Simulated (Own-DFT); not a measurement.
# Which defects push the lattice out? 4H SiC

The numbers are computed, not measured, by runs of the plane-wave DFT program Own-DFT (in-house, retired, unreviewed) at fixed positions, with no spin and no spin-orbit coupling.

Settings: PBE; PseudoDojo norm-conserving scalar-relativistic files; cutoff 42 hartree; 4 x 4 x 3 k mesh centred on Gamma; Fermi-Dirac smearing of 0.1 eV.

Keep in mind (not all hold for every row): not probed for a lower state with spin; forces on such cells passed a denser k mesh, each cell not checked; stress not checked against mesh or cutoff.

All runs share one cell, with vectors in Å (9.248, 0.000, 0.000); (-4.624, 8.009, 0.000); (0.000, 0.000, 10.068) and a volume of 745.7 Å³. u is the rms random offset of the atoms per axis. The defect's site can differ from row to row.

```
cell,formula,u (Å),P (GPa)
no defect,C36Si36,0.0297,3.82
no defect,C36Si36,0.0301,3.85
no defect,C36Si36,0.0606,6.95
one Al on a Si site and one N on a C site,AlC35NSi35,0.0460,5.25
one Al on a Si site and one N on a C site,AlC35NSi35,0.0479,5.05
one Al on a Si site and one N on a C site,AlC35NSi35,0.0560,5.85
one C on a Si site,C37Si35,0.0475,3.03
one C on a Si site,C37Si35,0.0486,?
one C on a Si site,C37Si35,0.0508,2.94
one C on a Si site,C37Si35,0.0534,3.80
two Al on a Si site each,Al2C36Si34,0.0270,5.54
two Al on a Si site each,Al2C36Si34,0.0285,5.67
two Al on a Si site each,Al2C36Si34,0.0488,7.20
two N on a C site each,C34N2Si36,0.0313,2.67
two N on a C site each,C34N2Si36,0.0315,2.84
two N on a C site each,C34N2Si36,0.0511,4.03
```

## Analysis

P = P0 + c u² + a shift for each defect gives P0 = 3.03 GPa, c = 1011 ± 73 GPa/Å² and a scatter of 0.22 GPa. The shifts, and each times the cell's volume:

- two Al on a Si site each: 1.78 ± 0.19 GPa, 8.3 eV (4.2 eV for each of its 2 sites)
- one Al on a Si site and one N on a C site: -0.19 ± 0.19 GPa, -0.9 eV (not resolved)
- two N on a C site each: -1.40 ± 0.18 GPa, -6.5 eV (-3.3 eV for each of its 2 sites)
- one C on a Si site: -2.36 ± 0.19 GPa, -11.0 eV

A positive shift means that the defect pushes the cell outwards. Shift times volume (160.2 GPa Å³ is 1 eV) depends little on the cell's size, so, taken for each site, it can be compared between cells at like pressure. The atoms around the defects weren't relaxed, which would change these numbers.

## Withheld run

Question: what pressure belongs in the blank (one C on a Si site, u = 0.0486 Å)?

Estimate: 3.06 ± 0.26 GPa. Computed: 3.13 GPa.
